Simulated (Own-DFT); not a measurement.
Hf₃₆O₇₁ (tetragonal hafnia with one neutral oxygen vacancy, atoms displaced) (calculated)

All values are calculated (Own-DFT development build). A calculation, not a measurement: plane-wave PBE and HSE06 DFT by an unreviewed code, no spin, of a simulated cell at Gamma alone, so results move with cell size and shape, stress positive in tension, energies less offsets, not probed for a lower state with spin; hafnium file: forces about 75 meV/angstrom off all-electron values; oxygen file: force components 24 meV/angstrom off all-electron in a glass; k mesh not checked against a denser one; forces and stress are PBE's, HSE06 gives the energy alone, and its difference from PBE has offsets of its own; offsets are fitted by least squares, one for each functional and potential file, so energies compare only between cells with the same atoms and settings and are not formation energies; the far tail of each file's local potential was reset to the Coulomb form; each entry is a single point on an unrelaxed cell, so the pressure reflects the starting lattice, taken from the Materials Project, from which strain is counted, and rises with the displacements; printed positions are rounded, which can move forces by about a meV/angstrom; the program is a retired in-house code; no spin-orbit coupling.

Common to all runs: first functional PBE; second functional HSE06; exact exchange share 0.25; screening 0.11 1/bohr; exchange divergence Gygi-Baldereschi; potential files PseudoDojo norm-conserving, scalar-relativistic, made for PBE, standard set; wave cutoff 48 hartree; occupations fixed; k mesh 1 x 1 x 1 centred on Gamma.

(1) Hf₃₆O₇₁ (tetragonal hafnia with one neutral oxygen vacancy, atoms displaced)

```
Hf36O71
1.0
     10.7800     0.0000     0.0000
      0.0000    10.7800     0.0000
      0.0000     0.0000    10.4493
Hf O Hf O Hf O Hf O Hf O Hf O Hf O Hf O Hf O Hf O Hf O Hf O Hf O Hf O Hf O Hf O Hf O Hf O
2 4 2 4 2 4 2 4 2 4 2 3 2 4 2 4 2 4 2 4 2 4 2 4 2 4 2 4 2 4 2 4 2 4 2 4
Direct
  0.99541 0.00510 0.00201
  0.17120 0.15878 0.24799
  0.00438 0.16772 0.14658
  0.17285 0.00209 0.34487
  0.99985 0.16458 0.41128
  0.17220 0.99462 0.09903
  0.99663 0.99757 0.50868
  0.17186 0.16256 0.75852
  0.00156 0.16333 0.64162
  0.16991 0.99615 0.84852
  0.00164 0.16237 0.90090
  0.15855 0.00565 0.59685
  0.00768 0.33757 0.00252
  0.17303 0.49737 0.24631
  0.99875 0.49365 0.14832
  0.17044 0.33596 0.35603
  0.00171 0.49739 0.40563
  0.16252 0.33204 0.09549
  0.99977 0.33577 0.49657
  0.16744 0.50181 0.75360
  0.99974 0.50191 0.65009
  0.17443 0.33515 0.84237
  0.99491 0.49448 0.89610
  0.16335 0.33271 0.60545
  0.00207 0.67523 0.99186
  0.16394 0.83884 0.24871
  0.99235 0.82927 0.15157
  0.16251 0.66117 0.34961
  0.99810 0.83119 0.40185
  0.16469 0.66797 0.09818
  0.99378 0.66988 0.49352
  0.16524 0.83136 0.75433
  0.99805 0.84314 0.64470
  0.16152 0.66336 0.84966
  0.00629 0.84015 0.89913
  0.34383 0.00532 0.99517
  0.50247 0.16915 0.25818
  0.33517 0.17039 0.14763
  0.50069 0.00337 0.35279
  0.34036 0.17313 0.40267
  0.50409 0.99953 0.10068
  0.33364 0.99770 0.50768
  0.49152 0.17282 0.74546
  0.33086 0.16147 0.64874
  0.50110 0.00545 0.85246
  0.34357 0.17444 0.90778
  0.49905 0.99988 0.60067
  0.33157 0.34033 0.00038
  0.49588 0.49530 0.25448
  0.33967 0.49435 0.15128
  0.50397 0.33578 0.34852
  0.33687 0.50587 0.39455
  0.50641 0.33649 0.09124
  0.33399 0.32696 0.49320
  0.50746 0.49565 0.75049
  0.33147 0.50566 0.65920
  0.50135 0.33559 0.84223
  0.33713 0.49378 0.89500
  0.49875 0.33824 0.59640
  0.32893 0.65606 0.99103
  0.49982 0.82785 0.24345
  0.33361 0.83504 0.15265
  0.49441 0.67008 0.34581
  0.34635 0.83265 0.40034
  0.50491 0.66494 0.09725
  0.33861 0.67137 0.49980
  0.50220 0.83331 0.75184
  0.33465 0.83657 0.65817
  0.50819 0.66006 0.83944
  0.32835 0.84154 0.89599
  0.49699 0.66327 0.59674
  0.66227 0.00586 0.99962
  0.83045 0.15883 0.24046
  0.66872 0.15996 0.16025
  0.83695 0.99486 0.34235
  0.66122 0.17054 0.40005
  0.82898 0.99382 0.10167
  0.66434 0.00199 0.49369
  0.83559 0.16959 0.74961
  0.66773 0.16534 0.65164
  0.82873 0.00207 0.85319
  0.66715 0.16287 0.90138
  0.82992 0.99633 0.59478
  0.66934 0.31724 0.99651
  0.83710 0.49737 0.24506
  0.66480 0.49994 0.15184
  0.83092 0.33001 0.34567
  0.66665 0.49883 0.39676
  0.83988 0.32968 0.09811
  0.67528 0.33619 0.49403
  0.83604 0.49929 0.75621
  0.66506 0.50693 0.65481
  0.82845 0.33963 0.84936
  0.66493 0.49138 0.90062
  0.82684 0.33152 0.59313
  0.65981 0.66993 0.99845
  0.83657 0.83883 0.24886
  0.66811 0.82690 0.15563
  0.82648 0.66207 0.34355
  0.66086 0.83402 0.40561
  0.84006 0.66234 0.09417
  0.67018 0.66965 0.49852
  0.83492 0.83868 0.74850
  0.65738 0.83412 0.65418
  0.83776 0.66882 0.84448
  0.66538 0.83326 0.90080
  0.83184 0.66063 0.59740
```

- PBE energy of cell above offsets: -97.028 eV
- HSE06 less PBE above offsets: 0.056 eV
- PBE pressure: 2.13 GPa
- PBE stress xx: -1 GPa
- PBE stress yy: -3.01 GPa
- PBE stress zz: -2.38 GPa
- PBE stress yz: 0.56 GPa
- PBE stress xz: 0.13 GPa
- PBE stress xy: 0.08 GPa

Force:
```tsv
element	x (eV/Å)	y (eV/Å)	z (eV/Å)
Hf	0.891	-0.346	0.241
Hf	-0.452	1.29	0.031
O	-0.232	-1.027	0.581
O	0.115	-0.678	0.65
O	0.126	-0.098	-1.669
O	-0.999	0.398	-0.261
Hf	-0.09	0.974	-1.108
Hf	-1.686	0.735	-1.929
O	-0.89	0.151	2.625
O	0.162	1.549	0.178
O	0.003	1.031	-0.388
O	2.258	-0.485	0.435
Hf	-2.233	-0.055	-0.637
Hf	-1.271	0.594	1.475
O	1.571	-0.091	0.152
O	0.063	-0.696	-1.396
O	-0.508	0.839	-1.009
O	2.135	0.417	0.756
Hf	0.666	-0.839	1.096
Hf	-0.455	-1.208	-2.843
O	0.23	0.173	0.396
O	-0.254	-0.974	1.65
O	0.702	0.981	0.658
O	0.821	-0.156	-1.029
Hf	-1.62	-1.366	1.085
Hf	0.636	-1.333	-0.218
O	2.094	0.54	-0.61
O	0.116	0.975	-0.576
O	0.189	0.87	-0.821
O	0.887	-0.457	-0.583
Hf	1.112	-1.516	0.808
Hf	0.347	0.155	-1.259
O	-0.054	-1.057	1.323
O	0.649	0.768	0.284
O	-0.414	-0.11	-0.168
Hf	-0.762	-0.883	0.889
Hf	-0.623	-0.528	-0.3
O	0.009	-0.103	0.871
O	0.013	-0.139	-0.595
O	-0.179	-2.317	-0.824
O	-0.447	0.12	-0.019
Hf	0.025	-0.471	-0.72
Hf	1.726	-0.186	-0.345
O	-0.041	0.09	0.291
O	-0.228	-0.254	-0.23
O	-0.642	-0.664	-1.219
O	0.062	0.231	-0.129
Hf	1.084	-1.233	0.535
Hf	2.613	1.54	-0.221
O	-1.59	0.204	-1.518
O	-0.649	-0.74	-0.056
O	-0.089	-1.064	0.617
O	-0.89	-0.719	0.323
Hf	-1.08	3.11	1.909
Hf	-0.338	0.339	-1.516
O	-0.343	0.433	-0.573
O	0.006	-1.623	0.722
O	-0.515	1.589	1.048
O	0.017	-0.694	-0.257
Hf	0.824	2.1	1.011
Hf	-0.239	0.444	1.137
O	-0.206	-0.292	-0.202
O	0.558	-0.991	-0.213
O	-1.168	0.959	0.693
O	-2.409	0.381	-0.505
Hf	-0.735	-0.91	0.106
Hf	-0.414	-0.055	0.204
O	-0.707	0.038	-0.886
O	-0.699	1.604	1.515
O	0.549	-2.193	0.98
O	0.721	0.573	-0.38
Hf	0.312	-2.113	-0.219
Hf	2.221	1.562	1.925
O	-1.071	0.272	-1.823
O	-0.509	1.642	1.026
O	0.416	-0.838	-0.108
O	0.524	0.759	-0.555
Hf	-0.86	0.049	0.88
Hf	0.053	0.308	-1.03
O	-0.302	-0.08	0.566
O	0.581	-0.087	-0.487
O	0.139	-0.111	-0.441
O	-0.569	-0.056	0.568
Hf	0.448	4.237	0.825
Hf	-1.667	0.246	-0.281
O	0.625	0.009	0.435
O	0.091	-0.371	-0.293
O	-0.188	0.535	0.891
O	-0.957	-0.757	-0.429
Hf	-1.573	0.489	0.149
Hf	-0.562	1.01	-1.202
O	1.176	-0.361	-0.663
O	0.27	-2.685	-0.26
O	0.111	0.834	0.616
O	1.886	0.113	1.153
Hf	1.968	-1.901	0.283
Hf	-1.39	-2.673	-0.045
O	0.158	0.123	-0.533
O	0.471	1.046	0.372
O	0.45	0.373	-0.193
O	-0.598	0.056	-0.746
Hf	-0.828	-1.269	0.071
Hf	-1.06	-0.519	-0.245
O	2.172	-0.114	-0.339
O	0.261	0.768	-0.016
O	-0.211	0.756	0.338
O	0.185	1.11	-0.26
```

(2) Hf₃₆O₇₁ (tetragonal hafnia with one neutral oxygen vacancy, atoms displaced)

```
Hf36O71
1.0
     10.7800     0.0000     0.0000
      0.0000    10.7800     0.0000
      0.0000     0.0000    10.4493
Hf O Hf O Hf O Hf O Hf O Hf O Hf O Hf O Hf O Hf O Hf O Hf O Hf O Hf O Hf O Hf O Hf O Hf O
2 4 2 4 2 4 2 4 2 4 2 4 2 3 2 4 2 4 2 4 2 4 2 4 2 4 2 4 2 4 2 4 2 4 2 4
Direct
  0.98919 0.99299 0.00981
  0.16364 0.15222 0.24931
  0.00660 0.16975 0.15132
  0.16176 0.99083 0.34305
  0.98347 0.17639 0.40354
  0.16482 0.00515 0.10402
  0.00968 0.00276 0.50347
  0.16448 0.17484 0.75347
  0.01179 0.16081 0.64845
  0.16230 0.98928 0.83820
  0.99592 0.15955 0.90446
  0.16388 0.00291 0.58614
  0.99254 0.33061 0.98638
  0.16581 0.49558 0.23919
  0.98886 0.48119 0.14097
  0.16390 0.32646 0.34924
  0.00815 0.51061 0.40663
  0.17223 0.33574 0.09989
  0.99983 0.33017 0.50459
  0.16651 0.49522 0.76085
  0.99225 0.49180 0.65399
  0.16109 0.33970 0.84711
  0.99589 0.51262 0.90270
  0.16539 0.34235 0.59191
  0.99896 0.66890 0.99282
  0.17190 0.83866 0.24350
  0.00173 0.83710 0.14393
  0.16216 0.67849 0.34508
  0.00436 0.82510 0.40113
  0.16152 0.66224 0.09325
  0.99798 0.67404 0.50757
  0.17450 0.83689 0.75049
  0.00685 0.81761 0.65161
  0.16972 0.66366 0.86218
  0.00686 0.83297 0.91442
  0.16979 0.67179 0.60283
  0.33160 0.00584 0.99596
  0.49664 0.17237 0.24589
  0.33845 0.16713 0.13597
  0.49747 0.00045 0.34320
  0.34765 0.17531 0.39877
  0.34340 0.99218 0.50099
  0.51057 0.18014 0.75461
  0.33929 0.17340 0.64890
  0.51115 0.00426 0.85402
  0.33673 0.15850 0.90815
  0.49712 0.00551 0.59593
  0.33298 0.33207 0.99224
  0.49820 0.49077 0.25423
  0.33244 0.51194 0.15929
  0.49711 0.32926 0.34977
  0.32378 0.49652 0.38587
  0.50430 0.33257 0.10477
  0.32984 0.33063 0.50190
  0.50808 0.49767 0.74405
  0.33276 0.50897 0.64130
  0.50373 0.33811 0.85093
  0.33605 0.49663 0.90889
  0.50915 0.33022 0.59979
  0.33481 0.68080 0.01650
  0.49147 0.83414 0.24517
  0.33760 0.83445 0.14651
  0.49952 0.67538 0.35149
  0.33184 0.83301 0.40247
  0.51543 0.67180 0.10288
  0.33293 0.65744 0.49757
  0.49212 0.83633 0.74327
  0.33214 0.83514 0.65895
  0.50404 0.65456 0.84728
  0.34426 0.83865 0.90612
  0.50126 0.67378 0.59026
  0.66701 0.99835 0.00456
  0.83296 0.16057 0.24917
  0.66186 0.15952 0.14392
  0.82779 0.99210 0.34843
  0.66318 0.15198 0.39512
  0.84993 0.99316 0.09963
  0.67466 0.99853 0.50766
  0.83551 0.16346 0.75792
  0.67516 0.16126 0.64349
  0.83877 0.00716 0.83198
  0.66413 0.17435 0.89738
  0.83240 0.99355 0.59509
  0.66203 0.34261 0.99815
  0.83878 0.50128 0.24388
  0.66188 0.49320 0.15374
  0.82933 0.32416 0.35268
  0.66774 0.50289 0.39446
  0.83196 0.32795 0.10229
  0.66483 0.32756 0.49066
  0.81923 0.49471 0.75001
  0.66664 0.49881 0.65696
  0.82817 0.34838 0.84972
  0.66045 0.49130 0.89669
  0.84081 0.33671 0.58916
  0.66461 0.65919 0.00133
  0.84256 0.82840 0.25537
  0.65960 0.83627 0.14483
  0.82404 0.65659 0.34500
  0.67974 0.82481 0.40821
  0.83372 0.67250 0.10403
  0.67513 0.66442 0.49522
  0.82891 0.84652 0.75530
  0.67781 0.83276 0.66482
  0.83568 0.67340 0.85457
  0.66565 0.83902 0.91598
  0.82764 0.66113 0.60000
```

- PBE energy of cell above offsets: -90.530 eV
- HSE06 less PBE above offsets: 0.369 eV
- PBE pressure: 4.39 GPa
- PBE stress xx: -3.99 GPa
- PBE stress yy: -4.95 GPa
- PBE stress zz: -4.22 GPa
- PBE stress yz: -0.59 GPa
- PBE stress xz: 0.27 GPa
- PBE stress xy: -0.04 GPa

Force:
```tsv
element	x (eV/Å)	y (eV/Å)	z (eV/Å)
Hf	6.224	-0.037	-2.462
Hf	0.983	2.926	-0.612
O	-1.202	-0.15	0.123
O	-0.278	2.015	1.473
O	1.103	-3.669	-0.369
O	0.655	-0.408	-1.003
Hf	-2.79	-0.683	-1.903
Hf	1.414	-2.168	-1.134
O	-1.559	0.473	0.807
O	0.559	3.939	0.781
O	0.178	1.204	-1.071
O	2.963	-0.332	1.308
Hf	-0.04	2.017	3.228
Hf	-1.112	0.024	1.883
O	1.95	0.734	0.421
O	0.129	-0.381	-0.632
O	-0.44	-1.624	-0.842
O	-0.177	0.254	-1.414
Hf	0.653	3.04	-1.828
Hf	-0.687	4.672	-2.715
O	1.172	0.305	1.342
O	0.005	-2.969	1.27
O	0.604	-3.403	-0.992
O	0.851	-0.762	1.929
Hf	-0.671	0.353	1.116
Hf	-1.676	-2.753	0.562
O	0.671	-0.317	1.784
O	1.058	-1.218	-0.796
O	-1.41	2.25	-0.428
O	0.863	0.173	1.293
Hf	1.013	-1.832	0.417
Hf	-2.543	-3.851	0.025
O	-1.139	1.873	1.095
O	0.692	0.832	-1.493
O	-0.603	1.173	-2.016
O	0.182	-0.506	-0.497
Hf	1.15	-1.293	1.885
Hf	0.228	-1.805	-0.179
O	-0.694	-0.722	1.789
O	-0.638	-0.692	-0.458
O	-1.211	-2.304	0.139
Hf	-0.721	1.401	-1.582
Hf	-0.032	-2.282	-1.036
O	-1.345	0.292	1.407
O	-0.42	0.131	-1.019
O	-0.673	3.051	-3.077
O	1.422	-1.128	1.032
Hf	0.211	0.245	2.396
Hf	0.131	2.067	0.142
O	1.199	0.149	-1.405
O	1.082	1.147	0.712
O	0.63	-0.032	1.823
O	-1.545	0.452	-0.582
Hf	-0.005	0.538	-0.835
Hf	-2.617	1.326	0.309
O	0.727	-1.076	1.137
O	-0.82	-0.512	0.158
O	-0.476	0.327	-0.485
O	-0.847	0.187	0.219
Hf	-0.015	-2.545	-1.86
Hf	3.287	-0.03	1.318
O	-1.394	-0.107	-0.496
O	-0.558	-1.576	-0.851
O	0.096	0.371	0.126
O	-3.109	-0.385	0.01
Hf	-0.702	-0.194	-0.913
Hf	2.638	-0.751	2.188
O	0.589	0.858	-1.705
O	0.019	2.025	-0.226
O	-0.009	-0.688	-0.817
O	0.241	0.166	1.004
Hf	-2.49	0.259	0.9
Hf	-0.266	1.144	0.529
O	0.801	-0.73	0.613
O	0.631	0.901	-0.415
O	0.146	1.835	0.436
O	-6.317	0.829	2.224
Hf	-1.086	-0.832	-2.186
Hf	-0.416	3.251	-2.403
O	-0.231	0.445	1.037
O	-0.039	-0.764	3.359
O	1.113	-0.262	-0.368
O	2.562	0.344	0.909
Hf	0.96	-2.156	2.211
Hf	-1.106	-1.363	1.022
O	1.146	0.259	-1.078
O	-0.714	1.202	-1.245
O	-0.962	-1.79	1.04
O	-0.565	-0.721	-1.527
Hf	1.866	-0.201	-0.884
Hf	3.998	4.051	-1.123
O	-0.846	-0.278	-2.095
O	1.234	-4.244	1.125
O	0.47	2.266	-0.164
O	-3.117	-0.577	1.777
Hf	1.499	1.791	-0.456
Hf	-1.457	-0.92	-0.235
O	1.086	1.443	1.714
O	0.886	1.506	0.319
O	-0.279	1.872	0.098
O	-0.221	-0.74	-0.153
Hf	-1.065	-0.109	-0.2
Hf	2.05	-4.478	-0.512
O	-3.343	0.542	-0.956
O	-0.922	-0.449	-0.709
O	0.709	-1.252	-1.506
O	0.871	0.123	-0.021
```
